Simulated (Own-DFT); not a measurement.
# Computed records: AlGa3N4 (wurtzite random alloy, strained, atoms displaced)

All values are calculated (Own-DFT development build). A calculation, not a measurement: plane-wave PBE density functional theory by an unreviewed code, no spin, of a simulated periodic cell, stress positive in tension, free energy of the whole cell less one offset for each atom, forces on such cells passed a denser k mesh, this cell's mesh not checked; offsets are fitted by least squares, one for each functional and potential file, so energies compare only between cells with the same atoms and settings and are not formation energies; the far tail of each file's local potential was reset to the Coulomb form; each entry is a single point on an unrelaxed cell, so the pressure reflects the starting lattice, mostly measured values, from which strain is counted, and rises with the displacements; printed positions are rounded, which can move forces by about a meV/angstrom; the program is a retired in-house code; no spin-orbit coupling.

Settings shared by all entries: functional PBE; potential files PseudoDojo norm-conserving, scalar-relativistic, standard set; wave cutoff 42 hartree; occupations Fermi-Dirac; smearing width 0.1 eV; k mesh 4 x 4 x 3 centred on Gamma.

(1) 
```xyz
72
Lattice="9.7470 0.0000 0.0000 -4.8735 8.4411 0.0000 0.0000 0.0000 10.2685" Properties=species:S:1:pos:R:3:force_x:R:1:force_y:R:1:force_z:R:1 formula=AlGa3N4 free_energy_of_cell_above_offsets=7.087 pressure=-1.78 stress_xx=3.82 stress_yy=5 stress_zz=-3.47 stress_yz=0.44 stress_xz=-0.11 stress_xy=0.06
Ga     0.0184     1.8171    10.1830     -0.301      1.084      1.321
Al     1.5881     0.8638     2.4699      0.766      1.021       1.81
N      0.0184     1.8707     1.9778     -0.138     -0.839     -0.986
N      1.6136     0.9897     4.5557      1.018     -0.834     -0.829
Ga    -0.0272     1.8316     5.1345      0.207      0.895     -0.434
Ga     1.6193     0.8776     7.7006     -0.395      1.282     -0.629
N     -0.0490     1.9078     7.0963      0.965     -0.264      0.512
N      1.6122     0.9331     9.6705      1.688      0.138     -0.151
Ga    -1.6287     4.6530     0.0756      -0.34       0.13     -1.221
Ga    -0.0471     3.7430     2.4273      1.833     -0.021       1.84
N     -1.5962     4.7121     1.9981     -1.328      0.125     -0.366
N     -0.0137     3.7851     4.4941      0.131     -0.571      0.032
Ga    -1.6053     4.7120     5.1852       0.35     -0.693     -1.144
Ga    -0.0566     3.8415     7.6314      1.972     -2.444      1.737
N     -1.5750     4.6562     7.1409      -1.68      2.193     -1.398
N     -0.0037     3.7006     9.7001      0.398      1.126     -0.371
Al    -3.3013     7.6124    10.1957       0.93     -2.459       1.25
Ga    -1.6273     6.5870     2.5722      0.157      0.195      0.155
N     -3.2740     7.4566     1.9516      -0.43      0.625      -0.72
N     -1.5505     6.5585     4.5479     -1.667     -0.345     -0.298
Ga    -3.2364     7.4023     5.1794     -0.153      1.441     -1.528
Ga    -1.5626     6.5838     7.6982     -0.377     -0.537      0.474
N     -3.1856     7.4628     7.0882      0.116       0.27      0.361
N     -1.6545     6.4879     9.5926     -0.285      1.238      1.667
Al     3.3140     1.9320    10.2007     -0.526     -0.493      1.268
Ga     4.9259     0.9927     2.5564     -1.451     -0.999      1.058
N      3.3292     1.9052     2.0455     -1.914     -0.221     -1.938
N      4.8754     0.9632     4.5246     -1.074      0.018      0.766
Al     3.2233     1.9375     5.2240     -0.117     -1.136     -2.638
Al     4.8644     0.9847     7.6669      0.521     -0.081      0.019
N      3.1852     1.8972     7.0317      1.168     -0.391      1.779
N      4.8666     0.8950     9.6207      0.218       1.27       0.06
Al     1.6361     4.7140    10.2395     -0.645      0.048      1.034
Al     3.2532     3.7224     2.6078      0.097      0.196     -0.468
N      1.7176     4.6879     1.9746     -0.595     -0.204     -1.015
N      3.3207     3.7577     4.5679     -1.592     -1.561     -1.224
Ga     1.6756     4.6528     5.1081     -1.154      0.368     -0.409
Ga     3.2216     3.7964     7.6850     -1.093     -0.451      0.701
N      1.5273     4.7386     7.0745      1.094      -0.77     -0.085
N      3.1127     3.7508     9.6771      1.455     -0.291     -0.598
Ga    -0.0019     7.4720     0.0725     -0.526     -0.028     -1.033
Ga     1.6223     6.5767     2.6040      0.477     -0.472     -0.175
N      0.0285     7.5328     1.9994     -0.319     -0.134     -0.206
N      1.6474     6.5028     4.5021     -0.222      0.949       1.17
Ga    -0.0729     7.4759     5.2058      2.204       0.98     -1.223
Ga     1.5647     6.5248     7.6889      1.152      1.378      0.081
N     -0.0306     7.5248     7.1088      0.618      1.095      0.372
N      1.6435     6.6119     9.6518     -0.434     -1.215      0.291
Al     6.5261     1.8396     0.0583     -0.701      0.474     -1.369
Ga     8.0356     0.9969     2.5735      1.453     -0.667      0.843
N      6.4326     1.9164     1.9689      1.561      0.533      -1.37
N      8.1127     0.9491     4.5505     -0.729      -0.15     -0.552
Ga     6.4385     1.9395     5.1025      1.047     -0.862      0.277
Ga     8.1320     0.9832     7.7394     -0.267     -0.934      -1.49
N      6.5588     1.8656     7.0417     -1.693      0.514          1
N      8.1678     0.8648     9.6385     -1.426      2.173      0.675
Ga     4.9126     4.7147    10.2092      -0.95     -0.098      0.233
Ga     6.4376     3.8108     2.6252      0.385      0.127     -1.328
N      4.8456     4.6557     1.8800      -0.47      0.742        1.4
N      6.4801     3.8085     4.4867      0.152      0.062      1.529
Ga     4.8073     4.6300     5.1738      1.557      1.616     -0.301
Ga     6.5704     3.8797     7.6878     -1.853     -1.928     -0.215
N      4.7642     4.6892     7.0761       2.05       0.51      0.794
N      6.4310     3.7104     9.5749      1.027     -0.864      1.608
Ga     3.1854     7.5993     0.0472      0.963     -2.424      0.277
Al     4.8201     6.5261     2.5368      0.769       0.06      0.572
N      3.2996     7.5110     2.0049     -0.592      0.279      -0.32
N      4.8627     6.5455     4.5658      0.586     -0.552     -1.559
Ga     3.2956     7.4811     5.2193     -0.969       0.43     -3.353
Ga     4.9605     6.6258     7.6788     -1.581     -1.042      0.799
N      3.3208     7.4308     6.9922      -0.81      0.809      3.986
N      4.9160     6.5991     9.7097      -0.29      0.581     -0.812
```

Units: free_energy_of_cell_above_offsets in eV; pressure, stress_xx, stress_yy, stress_zz, stress_yz, stress_xz, stress_xy in GPa; force_x, force_y, force_z in eV/Å.

(2) 
```xyz
72
Lattice="9.7470 0.0000 0.0000 -4.8735 8.4411 0.0000 0.0000 0.0000 10.2685" Properties=species:S:1:pos:R:3:force_x:R:1:force_y:R:1:force_z:R:1 formula=AlGa3N4 free_energy_of_cell_above_offsets=6.374 pressure=-1.95 stress_xx=4.92 stress_yy=5.56 stress_zz=-4.63 stress_yz=0.24 stress_xz=-0.24 stress_xy=0.03
Ga    -0.0152     1.9034     0.0660      0.038     -0.947      -1.64
Ga     1.6364     1.0149     2.5810      0.915     -1.387     -0.771
N      0.0808     1.8183     1.9554     -1.512      1.168      0.676
N      1.6566     0.9387     4.4492     -0.336      0.065      1.558
Ga    -0.0164     1.7553     5.1159      1.144      2.049      1.122
Ga     1.6319     0.9454     7.6238     -0.785     -0.048      1.765
N      0.0261     1.9331     7.0764     -0.374     -0.725      0.074
N      1.6089     0.9064     9.7610      0.399      1.253      -1.22
Ga    -1.6410     4.6811    10.2219      0.337      0.001      0.436
Ga    -0.0494     3.7103     2.5697      1.205      0.334      0.497
N     -1.5018     4.7255     1.9032     -2.389     -0.805      0.454
N     -0.0175     3.7522     4.5724     -0.949     -0.753      -1.02
Al    -1.5972     4.6816     5.1090     -0.278      0.364     -0.255
Ga    -0.0434     3.8352     7.7857      0.814     -1.056     -1.797
N     -1.6129     4.6260     6.9838      0.175      1.518      0.772
N      0.0605     3.7515     9.6569     -0.354      0.227      1.134
Ga    -3.1713     7.5546     0.0642     -0.649     -1.091     -0.832
Ga    -1.6201     6.5520     2.6065      0.196      0.071     -2.479
N     -3.1862     7.5240     1.9779     -0.538     -0.039      0.044
N     -1.6392     6.5494     4.3882      1.015     -0.308      4.441
Ga    -3.2206     7.5442     5.1552        0.7     -0.613     -0.198
Ga    -1.6822     6.6006     7.7735      1.448     -0.331     -1.704
N     -3.2547     7.4697     7.1601     -0.976       0.04      -1.04
N     -1.5361     6.5433     9.6155     -0.809      0.215       1.56
Ga     3.2428     1.9350     0.0781      -0.26     -0.684     -1.263
Al     4.7399     0.9251     2.5828      2.364     -0.164     -0.133
N      3.2694     1.8882     1.9941     -0.012      0.402      0.307
N      4.8527     0.8976     4.4799      0.201     -0.326      0.106
Ga     3.2649     1.9398     5.0706      0.085     -0.633      0.903
Ga     4.9751     0.9758     7.6865     -1.903     -0.765      0.154
N      3.2219     1.7758     7.0909       1.08      1.645     -0.674
N      4.8511     0.9862     9.6518      0.621     -0.144      0.433
Al     1.6048     4.6650     0.0153      0.686      0.581     -0.212
Ga     3.2151     3.8229     2.5120      0.464     -0.847      0.694
N      1.6584     4.6893     1.9473     -1.387      0.308     -0.932
N      3.1914     3.8033     4.4794      1.635      0.185       0.43
Ga     1.5766     4.6194     5.1085       0.23      0.873      0.583
Ga     3.2379     3.7411     7.7160      0.077     -0.477      0.003
N      1.6240     4.7283     7.0858      0.006     -1.183     -0.161
N      3.2718     3.7758     9.7029     -0.348      0.533      0.289
Ga     0.0273     7.5461     0.0623      0.073     -0.343     -1.578
Ga     1.6308     6.5839     2.5367     -0.237      0.052      0.327
N     -0.0477     7.5068     1.9376      0.542      0.872      1.075
N      1.5695     6.5400     4.5361      0.892      0.376     -0.429
Al     0.0532     7.4563     5.1035     -1.505      0.748      0.535
Ga     1.6075     6.5270     7.6425     -0.106       1.22      0.498
N     -0.0323     7.5332     7.0881      0.301     -0.527     -1.133
N      1.6057     6.5155     9.6205     -0.078     -0.278      0.785
Al     6.4473     1.8464    10.2171      1.094      0.251      0.988
Ga     8.2176     0.9249     2.6660     -1.514       0.29     -1.712
N      6.5000     1.8246     1.9918     -0.498      1.068     -0.477
N      8.1351     0.9499     4.5699     -0.596     -0.563     -0.374
Ga     6.4850     1.8661     5.1572     -0.493      0.478     -0.823
Ga     8.1382     0.8314     7.7084        0.3      2.343     -0.532
N      6.4544     1.9223     7.0515      1.454     -0.143      0.604
N      8.1479     0.9452     9.5748     -1.202      0.184      2.047
Al     4.9205     4.6651     0.0149      -0.87      0.702     -0.372
Al     6.4957     3.7921     2.6266      0.155      -0.91     -0.612
N      4.8152     4.7195     1.9644       2.07     -0.589     -0.674
N      6.5196     3.8076     4.5834     -0.469      0.091     -1.196
Al     4.8586     4.7574     5.0893       0.24     -1.077      0.858
Ga     6.5609     3.8095     7.6742     -0.699     -1.043     -0.072
N      4.9044     4.6195     7.1133     -0.687      1.753     -1.335
N      6.4522     3.7519     9.6397       0.44      -0.57      0.641
Ga     3.2009     7.4386     0.0337      0.739      0.562     -1.925
Ga     4.9315     6.5643     2.5368     -0.298      0.654     -0.287
N      3.2585     7.5587     1.8930      0.308     -0.683      1.911
N      4.9950     6.5465     4.4810     -1.527      0.222      0.677
Ga     3.2738     7.5308     5.1138     -0.223     -1.215      0.308
Al     4.9477     6.4997     7.7509     -1.158      0.195     -0.728
N      3.2360     7.5437     7.0727      1.035     -2.303      -0.35
N      4.8589     6.5127     9.5971      0.539     -0.323      1.253
```

Units: free_energy_of_cell_above_offsets in eV; pressure, stress_xx, stress_yy, stress_zz, stress_yz, stress_xz, stress_xy in GPa; force_x, force_y, force_z in eV/Å.
